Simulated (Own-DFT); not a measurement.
## Calculated data, GaP (zincblende, atoms displaced)

A calculation, not a measurement: plane-wave PBE density functional theory by an unreviewed code, no spin, of a simulated periodic cell, stress positive in tension, free energy of the whole cell less one offset for each atom, forces on such cells passed a denser k mesh, this cell's mesh not checked; offsets are fitted by least squares, one for each functional and potential file, so energies compare only between cells with the same atoms and settings and are not formation energies; the far tail of each file's local potential was reset to the Coulomb form; each entry is a single point on an unrelaxed cell, so the pressure reflects the starting lattice, mostly measured values (interpolated for alloys), from which strain is counted, and rises with the displacements; printed positions are rounded, which can move forces by about a meV/angstrom; the program, named Own-DFT, is a retired in-house code; no spin-orbit coupling. Program: Own-DFT development build.

Settings shared by all entries: functional PBE; potential files PseudoDojo norm-conserving, scalar-relativistic, standard set; wave cutoff 42 hartree; occupations Fermi-Dirac; smearing width 0.1 eV; k mesh 2 x 3 x 3 centred on Gamma.

(1) GaP (zincblende, atoms displaced)

```
cell vectors (Å)
  16.3515     0.0000     0.0000
   0.0000    10.9010     0.0000
   0.0000     0.0000    10.9010
atoms (fractions of the cell vectors)
Ga  0.00613  0.99019  0.99630
Ga  0.99610  0.24919  0.26088
Ga  0.17198  0.00560  0.24836
Ga  0.17010  0.25116  0.00197
P   0.08119  0.12221  0.12728
P   0.08041  0.37419  0.36888
P   0.24795  0.12082  0.37195
P   0.25018  0.37269  0.12579
Ga  0.99790  0.00598  0.50084
Ga  0.99894  0.25464  0.74877
Ga  0.17247  0.00123  0.74759
Ga  0.16007  0.25028  0.50612
P   0.08136  0.12034  0.62659
P   0.08303  0.37124  0.87474
P   0.25115  0.13009  0.87784
P   0.25155  0.37353  0.62173
Ga  0.00060  0.50801  0.00350
Ga  0.00381  0.74333  0.25090
Ga  0.16356  0.49736  0.25627
Ga  0.16523  0.75086  0.99994
P   0.07841  0.62194  0.12546
P   0.08487  0.87051  0.37669
P   0.25058  0.64131  0.37764
P   0.25064  0.87462  0.12117
Ga  0.99920  0.50013  0.50030
Ga  0.00264  0.75217  0.74092
Ga  0.16733  0.49793  0.75349
Ga  0.16981  0.75064  0.50531
P   0.08704  0.62680  0.63120
P   0.08147  0.87735  0.87764
P   0.24790  0.61963  0.88106
P   0.25334  0.88161  0.62979
Ga  0.32954  0.00343  0.99716
Ga  0.33928  0.25274  0.24510
Ga  0.49609  0.00124  0.24692
Ga  0.50179  0.24879  0.99554
P   0.41147  0.12309  0.12158
P   0.42326  0.37487  0.36889
P   0.58296  0.13035  0.37942
P   0.58247  0.38097  0.11693
Ga  0.33256  0.99852  0.49978
Ga  0.32868  0.25864  0.74720
Ga  0.50150  0.00634  0.74705
Ga  0.49714  0.24831  0.50045
P   0.41722  0.11815  0.61483
P   0.41215  0.37744  0.87482
P   0.58214  0.12130  0.87141
P   0.58741  0.37450  0.63074
Ga  0.33236  0.50263  0.00074
Ga  0.33340  0.74703  0.25011
Ga  0.49800  0.49617  0.23925
Ga  0.49803  0.75516  0.99666
P   0.41163  0.62785  0.12645
P   0.41935  0.87242  0.36493
P   0.58499  0.62694  0.37154
P   0.58132  0.86903  0.12504
Ga  0.33282  0.50184  0.51030
Ga  0.32982  0.74555  0.74856
Ga  0.50205  0.50328  0.74834
Ga  0.50479  0.75786  0.49523
P   0.41502  0.62895  0.62594
P   0.41702  0.87190  0.87146
P   0.57732  0.61743  0.86733
P   0.58053  0.87101  0.62980
Ga  0.66780  0.00227  0.00350
Ga  0.66455  0.24824  0.24642
Ga  0.83567  0.99371  0.24846
Ga  0.83255  0.24615  0.00673
P   0.74966  0.12696  0.12178
P   0.74938  0.38506  0.38114
P   0.91429  0.11656  0.37136
P   0.91483  0.37197  0.12898
Ga  0.66653  0.99813  0.50028
Ga  0.66662  0.24596  0.74957
Ga  0.83664  0.00181  0.74472
Ga  0.83187  0.24686  0.50627
P   0.74702  0.12060  0.62387
P   0.74848  0.37643  0.87911
P   0.91880  0.12418  0.87294
P   0.92089  0.37952  0.62763
Ga  0.66675  0.50191  0.99927
Ga  0.66568  0.74809  0.24960
Ga  0.83181  0.49968  0.25313
Ga  0.82893  0.75461  0.99793
P   0.75751  0.62732  0.12414
P   0.74764  0.87930  0.37016
P   0.91268  0.62569  0.37919
P   0.91765  0.87700  0.13117
Ga  0.66838  0.49719  0.50398
Ga  0.66905  0.75690  0.75228
Ga  0.83518  0.49728  0.75766
Ga  0.83434  0.74808  0.49386
P   0.74727  0.61822  0.62206
P   0.75327  0.87729  0.86971
P   0.91633  0.62758  0.87698
P   0.91880  0.87049  0.62313
```

The calculation gives: free energy of cell above offsets -50.221 eV; pressure 3.23 GPa; stress xx -3.21 GPa; stress yy -3.2 GPa; stress zz -3.28 GPa; stress yz -0.44 GPa; stress xz -0.14 GPa; stress xy -0.19 GPa.

Force:
```
element  x (eV/Å)  y (eV/Å)  z (eV/Å)
     Ga    -1.544      1.52     1.245
     Ga    -0.043    -0.495    -1.314
     Ga    -1.175    -1.168    -0.404
     Ga    -1.054     -0.28     0.227
      P     0.259     0.503    -0.097
      P      0.12     0.044     1.523
      P     0.899     1.456     0.948
      P     0.079     0.743     0.445
     Ga     0.346    -1.178     -0.43
     Ga      0.27    -0.655     0.266
     Ga    -0.879     0.377     0.901
     Ga     0.556    -0.227    -0.854
      P     0.135     0.487     0.434
      P     0.099     0.504     0.519
      P    -0.256    -0.063    -0.846
      P    -1.292     0.321     -0.12
     Ga    -0.803    -1.428    -0.748
     Ga    -0.889     0.668     0.662
     Ga     0.909     0.791    -0.624
     Ga    -0.193     -0.17     0.203
      P     1.672     0.309     0.292
      P     0.076     0.721     0.004
      P    -0.168    -2.319     0.135
      P     -0.07    -0.071     0.317
     Ga     0.421     0.541    -0.102
     Ga    -0.269    -0.209     1.276
     Ga    -0.051    -0.285    -0.014
     Ga    -0.567     0.794     0.306
      P     0.017    -0.616    -0.857
      P      1.44    -1.094    -1.664
      P     -0.09     0.705    -0.607
      P    -0.166    -0.991    -0.458
     Ga     0.593    -0.881    -0.282
     Ga    -0.863    -0.158     0.749
     Ga     0.784     0.424    -0.085
     Ga    -0.711     0.083     0.026
      P     1.164      0.17    -0.323
      P    -1.144     0.301     0.896
      P    -0.047    -0.809    -0.713
      P      0.25    -0.969     0.377
     Ga     0.168    -0.292    -1.122
     Ga       1.1    -1.197     0.262
     Ga    -0.751    -0.874    -0.068
     Ga       0.7     0.618     0.218
      P    -0.433     1.026     1.236
      P     0.836    -0.058    -0.272
      P     0.527     0.367     0.572
      P    -1.059    -0.237    -0.694
     Ga      0.02    -0.401     0.403
     Ga    -0.087     0.862    -0.383
     Ga     0.343     1.037     0.475
     Ga     0.049    -0.973     0.007
      P     0.862    -0.323    -0.621
      P    -0.672     0.222     1.134
      P    -0.415    -0.949     0.342
      P     0.375     0.855    -0.128
     Ga     0.427     0.284    -1.626
     Ga     0.164     0.168     0.703
     Ga    -1.321    -1.137    -0.742
     Ga    -0.704    -0.822    -0.151
      P     0.827    -0.016    -0.388
      P    -0.573     0.903    -0.211
      P     1.655     1.908     1.621
      P     0.756     0.835    -0.318
     Ga     -0.39    -0.722    -0.469
     Ga     0.165      0.78     0.436
     Ga    -0.918     0.577    -0.194
     Ga     0.454     0.511    -1.061
      P    -0.003    -0.607     1.007
      P     0.156    -1.795    -0.791
      P    -0.279     1.023     0.942
      P     0.373     0.375    -0.029
     Ga    -0.633    -0.208    -0.113
     Ga     0.309     0.257     0.498
     Ga     0.121    -0.094     0.109
     Ga     0.299     0.446    -0.559
      P     0.462     0.201     0.299
      P     0.364    -0.807    -0.227
      P    -0.121    -0.015     0.462
      P    -0.961    -0.499    -0.212
     Ga     0.151     0.734     -0.19
     Ga     0.549    -0.011    -0.354
     Ga      0.43    -0.081    -0.113
     Ga     1.209     0.152     0.158
      P    -1.554     -0.22     0.122
      P     0.267    -0.562     0.387
      P       1.2    -0.505    -0.867
      P     0.483    -0.927    -1.151
     Ga    -1.142     0.434     -0.32
     Ga     -0.39    -1.327    -0.297
     Ga    -0.351     0.318    -0.459
     Ga    -1.091     0.526     0.841
      P     1.022     1.204     0.954
      P    -0.465     0.637     0.503
      P     0.244     0.423    -0.292
      P    -0.568     0.576    -0.478
```

(2) GaP (zincblende, atoms displaced)

```
cell vectors (Å)
  16.3515     0.0000     0.0000
   0.0000    10.9010     0.0000
   0.0000     0.0000    10.9010
atoms (fractions of the cell vectors)
Ga  0.00078  0.00067  0.99917
Ga  0.99861  0.24266  0.25570
Ga  0.16531  0.99957  0.25799
Ga  0.16318  0.24338  0.00206
P   0.08703  0.12947  0.12996
P   0.08369  0.37142  0.38330
P   0.24968  0.11989  0.37900
P   0.24353  0.38182  0.11954
Ga  0.99936  0.00062  0.49931
Ga  0.00012  0.25351  0.75012
Ga  0.16602  0.00292  0.74467
Ga  0.16394  0.24993  0.49759
P   0.08514  0.12539  0.62394
P   0.08408  0.37274  0.87930
P   0.25047  0.13140  0.88496
P   0.25185  0.37193  0.62972
Ga  0.00408  0.49695  0.99092
Ga  0.00234  0.74038  0.24276
Ga  0.16800  0.50339  0.24356
Ga  0.17088  0.75749  0.00827
P   0.08608  0.62903  0.12360
P   0.08855  0.87882  0.37469
P   0.25214  0.63046  0.38008
P   0.25508  0.87689  0.12532
Ga  0.99979  0.49697  0.49603
Ga  0.00044  0.75505  0.75399
Ga  0.16830  0.50529  0.75062
Ga  0.16598  0.75235  0.49856
P   0.08199  0.62544  0.62149
P   0.08284  0.87365  0.87402
P   0.25025  0.62649  0.87497
P   0.25325  0.87730  0.62822
Ga  0.32558  0.00742  0.00039
Ga  0.32793  0.25349  0.25449
Ga  0.50021  0.00304  0.24872
Ga  0.50305  0.25370  0.00481
P   0.42107  0.12884  0.12419
P   0.42002  0.37394  0.37599
P   0.58014  0.11995  0.37870
P   0.58222  0.36727  0.12754
Ga  0.33483  0.00172  0.49670
Ga  0.33207  0.24855  0.74793
Ga  0.50388  0.00195  0.75631
Ga  0.50606  0.25020  0.50312
P   0.41780  0.13001  0.62495
P   0.41476  0.36805  0.87841
P   0.58374  0.12311  0.88187
P   0.58791  0.37228  0.62300
Ga  0.33374  0.49606  0.99820
Ga  0.33274  0.75625  0.25039
Ga  0.49765  0.50517  0.24514
Ga  0.49883  0.75556  0.99577
P   0.41224  0.62625  0.11457
P   0.42236  0.87406  0.38340
P   0.58563  0.62747  0.37591
P   0.57934  0.86897  0.12592
Ga  0.32910  0.50389  0.49340
Ga  0.32988  0.75144  0.75195
Ga  0.49776  0.50160  0.75827
Ga  0.50205  0.75052  0.49624
P   0.41952  0.62324  0.62417
P   0.41257  0.87466  0.87664
P   0.58423  0.62139  0.87352
P   0.58476  0.87247  0.63613
Ga  0.66525  0.99169  0.00554
Ga  0.66988  0.25044  0.25144
Ga  0.82951  0.99046  0.24589
Ga  0.83243  0.24866  0.00037
P   0.74858  0.12236  0.12889
P   0.74785  0.38114  0.37052
P   0.91734  0.12997  0.37647
P   0.91663  0.37398  0.12543
Ga  0.66373  0.00213  0.49770
Ga  0.66843  0.24291  0.75261
Ga  0.83547  0.99853  0.74721
Ga  0.83086  0.25422  0.50277
P   0.74958  0.12366  0.62099
P   0.74850  0.37311  0.87782
P   0.91842  0.12668  0.87788
P   0.91708  0.37599  0.62554
Ga  0.66897  0.50118  0.99282
Ga  0.66478  0.75046  0.23846
Ga  0.83546  0.50556  0.24290
Ga  0.83595  0.75025  0.00014
P   0.75096  0.62916  0.12740
P   0.75506  0.87755  0.37156
P   0.91663  0.62476  0.36611
P   0.91875  0.87782  0.12114
Ga  0.66570  0.49447  0.49951
Ga  0.66385  0.74643  0.75541
Ga  0.83120  0.50186  0.74911
Ga  0.83284  0.75757  0.50795
P   0.74842  0.63133  0.62208
P   0.75002  0.86984  0.87231
P   0.91755  0.61861  0.86819
P   0.91886  0.88431  0.62929
```

Results for GaP (zincblende, atoms displaced): free energy of cell above offsets -50.793 eV; pressure 3.14 GPa; stress xx -3.17 GPa; stress yy -3.18 GPa; stress zz -3.07 GPa; stress yz 0.48 GPa; stress xz -0.06 GPa; stress xy 0.39 GPa.

Force:
```
element  x (eV/Å)  y (eV/Å)  z (eV/Å)
     Ga     0.478     0.315     0.162
     Ga     0.464     1.135    -0.482
     Ga     0.849     0.337    -1.194
     Ga     0.285     1.071     0.015
      P    -0.896    -1.125     0.187
      P    -0.011     0.631    -1.719
      P    -0.101      0.76    -0.307
      P     0.892    -1.031     0.225
     Ga     0.394      0.35    -0.278
     Ga     0.137    -0.296     0.006
     Ga     0.414    -0.152     0.855
     Ga     1.021    -0.234     0.818
      P    -0.669     0.227     0.085
      P     0.629    -0.166    -1.056
      P    -0.718     -0.21    -1.753
      P    -0.715     0.643     -0.85
     Ga    -0.717     0.436     1.077
     Ga    -0.278     1.401     0.649
     Ga    -0.372      0.12     1.398
     Ga    -0.286    -0.435    -0.946
      P    -0.012    -0.705    -0.778
      P    -1.716    -1.008     0.201
      P    -0.803     0.107    -1.274
      P    -0.959     0.717     0.741
     Ga    -0.333     0.505     0.183
     Ga    -0.166    -0.733    -0.626
     Ga     -0.31    -0.495    -0.148
     Ga     0.305      0.08     0.688
      P    -0.069     0.209     0.271
      P      0.79     0.546     0.506
      P    -0.166     0.044     0.508
      P    -0.523     0.128    -0.614
     Ga      1.97     -0.43     0.434
     Ga     0.599     0.055    -0.485
     Ga     -0.32    -0.411     0.169
     Ga    -0.438    -0.506     -0.67
      P    -1.383    -0.232     0.236
      P    -0.564     0.301    -0.058
      P     0.677     0.682    -0.709
      P     0.879     1.602     0.145
     Ga     0.463    -0.204      0.79
     Ga     0.373    -0.187     0.435
     Ga    -0.975    -0.132    -0.269
     Ga     -0.81     0.138    -0.134
      P     0.225    -0.641     0.158
      P     0.427     0.301    -0.253
      P     0.309     0.169    -0.005
      P    -0.508     0.196     1.259
     Ga    -0.412     0.107    -0.303
     Ga     0.923    -0.559     0.413
     Ga     0.124    -0.141     0.131
     Ga     -0.27     -0.79    -0.189
      P     0.561     0.326     0.935
      P    -0.942     0.591    -1.366
      P    -0.086    -0.276    -0.582
      P     0.007     0.779    -0.108
     Ga     1.276    -0.953     1.071
     Ga     0.914    -0.459    -0.328
     Ga    -0.033     -0.75    -0.842
     Ga     0.525    -0.428     1.273
      P    -0.675     0.258     0.029
      P     0.109     0.822    -0.164
      P    -0.466     0.389      0.66
      P     -0.21     0.346     -1.21
     Ga     0.302     0.272    -0.346
     Ga    -0.706    -0.407     0.312
     Ga     1.283     1.333    -0.104
     Ga      0.06    -0.043     0.307
      P     0.148    -0.129     -0.53
      P     0.908    -0.225     0.137
      P    -1.068    -1.165     0.188
      P     0.476     0.021    -0.204
     Ga     0.453    -0.878     0.397
     Ga    -0.176     0.193    -0.101
     Ga    -0.713     0.735     0.725
     Ga     0.124     0.118     -0.47
      P     0.182    -0.119     0.394
      P     0.519    -0.116    -0.665
      P    -0.354    -0.058    -0.454
      P    -0.324      0.18    -0.019
     Ga    -0.365    -0.198     1.323
     Ga     0.428    -0.052     1.525
     Ga    -0.327    -0.644     0.278
     Ga     0.053    -0.245    -0.382
      P    -0.077    -0.422    -1.113
      P    -1.677    -0.834      0.74
      P     0.065     0.364     1.366
      P     0.125    -0.516     0.397
     Ga     0.238     0.899      -0.1
     Ga     0.578     0.025    -0.403
     Ga     -0.28    -0.308    -0.371
     Ga     0.584    -0.255    -0.756
      P    -0.125    -0.762     0.289
      P     0.213     0.454     0.392
      P     0.059     0.776     0.723
      P     0.283    -1.127    -0.488
```

(3) GaP (zincblende, atoms displaced)

```
cell vectors (Å)
  16.3515     0.0000     0.0000
   0.0000    10.9010     0.0000
   0.0000     0.0000    10.9010
atoms (fractions of the cell vectors)
Ga  0.99582  0.99748  0.00338
Ga  0.00257  0.24416  0.25706
Ga  0.16611  0.00385  0.25361
Ga  0.16133  0.26166  0.99905
P   0.08560  0.12239  0.13389
P   0.07968  0.36980  0.36609
P   0.24912  0.12569  0.37174
P   0.25442  0.37952  0.12652
Ga  0.99953  0.99504  0.50538
Ga  0.00212  0.24847  0.74762
Ga  0.16336  0.00015  0.74996
Ga  0.16778  0.25604  0.49864
P   0.08175  0.11964  0.62244
P   0.08100  0.36928  0.87015
P   0.24789  0.12200  0.87076
P   0.24470  0.37882  0.62470
Ga  0.99844  0.49549  0.99717
Ga  0.99950  0.74875  0.25355
Ga  0.16852  0.50757  0.25189
Ga  0.17104  0.74324  0.00011
P   0.07813  0.62345  0.12897
P   0.08104  0.86937  0.37986
P   0.24712  0.62245  0.37502
P   0.25080  0.87589  0.12300
Ga  0.00653  0.50649  0.50272
Ga  0.99750  0.75486  0.74466
Ga  0.16336  0.50290  0.75313
Ga  0.16605  0.74574  0.49527
P   0.08490  0.62514  0.62197
P   0.08139  0.86709  0.87953
P   0.24797  0.62620  0.87451
P   0.25428  0.86903  0.62449
Ga  0.33571  0.00492  0.99503
Ga  0.33388  0.25844  0.25352
Ga  0.50088  0.00169  0.24087
Ga  0.49728  0.25178  0.00228
P   0.41313  0.11269  0.12636
P   0.41424  0.37863  0.37220
P   0.58514  0.11941  0.37034
P   0.58680  0.37514  0.13103
Ga  0.33031  0.00025  0.50405
Ga  0.33410  0.23915  0.75522
Ga  0.50192  0.99514  0.74915
Ga  0.49847  0.25079  0.50138
P   0.41375  0.12845  0.62246
P   0.41756  0.37231  0.86949
P   0.57557  0.12366  0.87573
P   0.58512  0.37404  0.62431
Ga  0.33471  0.50450  0.99574
Ga  0.33385  0.75789  0.25377
Ga  0.50129  0.49795  0.24597
Ga  0.49704  0.75460  0.00679
P   0.41966  0.63027  0.13166
P   0.42009  0.86574  0.37759
P   0.58882  0.62804  0.36909
P   0.58102  0.88247  0.12681
Ga  0.33530  0.49402  0.49666
Ga  0.33497  0.74900  0.74792
Ga  0.49724  0.49909  0.74428
Ga  0.50013  0.75300  0.50612
P   0.41422  0.62683  0.63564
P   0.41616  0.87597  0.87401
P   0.58658  0.62773  0.87186
P   0.58146  0.87581  0.63526
Ga  0.66302  0.00221  0.99336
Ga  0.66957  0.25060  0.24684
Ga  0.83113  0.99726  0.24586
Ga  0.83225  0.25174  0.00196
P   0.74879  0.12639  0.13199
P   0.74939  0.38131  0.38516
P   0.91470  0.12663  0.37304
P   0.91306  0.37410  0.11616
Ga  0.66835  0.99734  0.49585
Ga  0.66644  0.24576  0.74689
Ga  0.83427  0.00209  0.74816
Ga  0.83088  0.25108  0.49558
P   0.75086  0.12975  0.62059
P   0.74996  0.37653  0.87533
P   0.90943  0.12728  0.87190
P   0.91963  0.37414  0.61782
Ga  0.66442  0.49541  0.99740
Ga  0.66476  0.74884  0.24982
Ga  0.83540  0.50178  0.25373
Ga  0.83469  0.74887  0.00272
P   0.74994  0.63154  0.12055
P   0.75019  0.87684  0.36813
P   0.91751  0.63422  0.36909
P   0.91195  0.87127  0.12532
Ga  0.66466  0.50533  0.50083
Ga  0.66876  0.75078  0.75300
Ga  0.83109  0.49624  0.75345
Ga  0.83091  0.75426  0.49236
P   0.75207  0.61749  0.61582
P   0.74495  0.87404  0.87433
P   0.91706  0.62648  0.86893
P   0.91704  0.87818  0.62653
```

Results for GaP (zincblende, atoms displaced): free energy of cell above offsets -50.195 eV; pressure 3.24 GPa; stress xx -3.29 GPa; stress yy -3.24 GPa; stress zz -3.2 GPa; stress yz -0.33 GPa; stress xz -0.24 GPa; stress xy -0.1 GPa.

Force:
```
element  x (eV/Å)  y (eV/Å)  z (eV/Å)
     Ga       0.2     0.346     -0.22
     Ga    -1.176     -0.02    -1.341
     Ga       0.2    -1.203      0.07
     Ga     1.142    -1.185     0.781
      P    -0.703     0.423     -1.47
      P     1.175     1.466     1.206
      P     0.419     0.338     0.688
      P    -0.791      0.19    -0.538
     Ga    -0.252     0.541    -0.879
     Ga    -0.968    -0.515    -0.466
     Ga     0.156    -0.931    -0.058
     Ga    -0.633    -0.635    -0.261
      P     0.556     0.687    -0.003
      P    -0.072     1.089     0.182
      P    -0.471     0.405      0.97
      P      1.09    -0.304     0.527
     Ga    -0.061     0.446    -0.117
     Ga     0.143     0.748    -0.807
     Ga    -0.759    -1.062    -0.628
     Ga    -1.048     0.491     0.803
      P     0.798    -0.083    -0.756
      P     0.348     0.802    -0.514
      P      1.26     0.502     0.195
      P     -0.07     0.273     0.126
     Ga    -1.123     -0.78    -1.146
     Ga     0.525    -0.611     0.311
     Ga     0.147    -0.208    -0.227
     Ga     0.458     0.349     0.577
      P     0.032     0.733     0.924
      P      0.23     0.635    -0.187
      P      0.65     -0.37    -0.443
      P     -1.33     0.362    -0.012
     Ga    -0.979    -0.791    -0.249
     Ga    -0.252    -1.335    -0.633
     Ga    -0.348      -0.3     1.562
     Ga    -0.021    -0.176     0.493
      P     0.139     2.267     0.189
      P     1.374    -0.272     0.213
      P    -0.542     0.828     0.287
      P    -0.648     -0.33    -0.874
     Ga     0.526    -0.158    -0.811
     Ga    -0.546     1.084    -0.616
     Ga     -1.23     0.885      0.17
     Ga     0.449    -0.149    -0.566
      P     0.644     -0.77     0.175
      P    -0.335     0.288      0.58
      P     0.916     0.598    -0.264
      P    -0.488     0.232    -0.188
     Ga     0.437    -0.107     0.312
     Ga    -0.473    -0.737    -0.177
     Ga     0.131     0.515     0.546
     Ga     0.745    -0.126     -0.71
      P    -0.791    -0.523    -0.537
      P     -0.29     1.746     0.005
      P     -1.61     -0.55     1.101
      P      0.93    -1.019    -0.666
     Ga    -0.828     0.991     0.927
     Ga    -0.569     0.454     1.003
     Ga      0.99    -0.025     0.639
     Ga     0.436    -0.799     0.061
      P     0.453    -0.754    -1.939
      P    -0.017    -0.247     0.022
      P    -1.198    -0.473      0.55
      P     1.178    -0.411    -1.484
     Ga     0.184     0.188      0.68
     Ga    -0.078     0.281     1.373
     Ga     0.511     0.521     0.261
     Ga    -0.679    -0.482    -0.234
      P     0.143    -0.372    -1.563
      P    -0.076     -0.29    -1.408
      P    -0.027    -0.895     0.314
      P     0.827     0.049     1.524
     Ga    -0.298     0.047     0.571
     Ga    -0.156     0.161     0.628
     Ga    -0.934    -0.305    -0.005
     Ga     0.682     0.176     0.211
      P    -0.179    -0.861     0.152
      P    -0.556     -0.82    -0.013
      P     1.325     0.053     0.538
      P    -0.237     0.231     0.594
     Ga     0.297     0.825     0.136
     Ga      0.57      0.84    -0.951
     Ga    -0.458         0    -0.528
     Ga    -0.324     0.008    -1.077
      P    -0.365    -1.152     0.548
      P    -0.456    -0.265     0.445
      P     -0.16    -1.192     1.264
      P     0.896     0.357     0.298
     Ga    -0.328    -0.402    -0.168
     Ga     0.121    -0.696    -0.958
     Ga     0.734     0.176    -0.868
     Ga      0.35    -0.213     0.537
      P     0.115     1.292     1.124
      P     1.402     0.526     0.242
      P    -0.137     -0.13     0.356
      P     -0.96    -0.416    -0.429
```
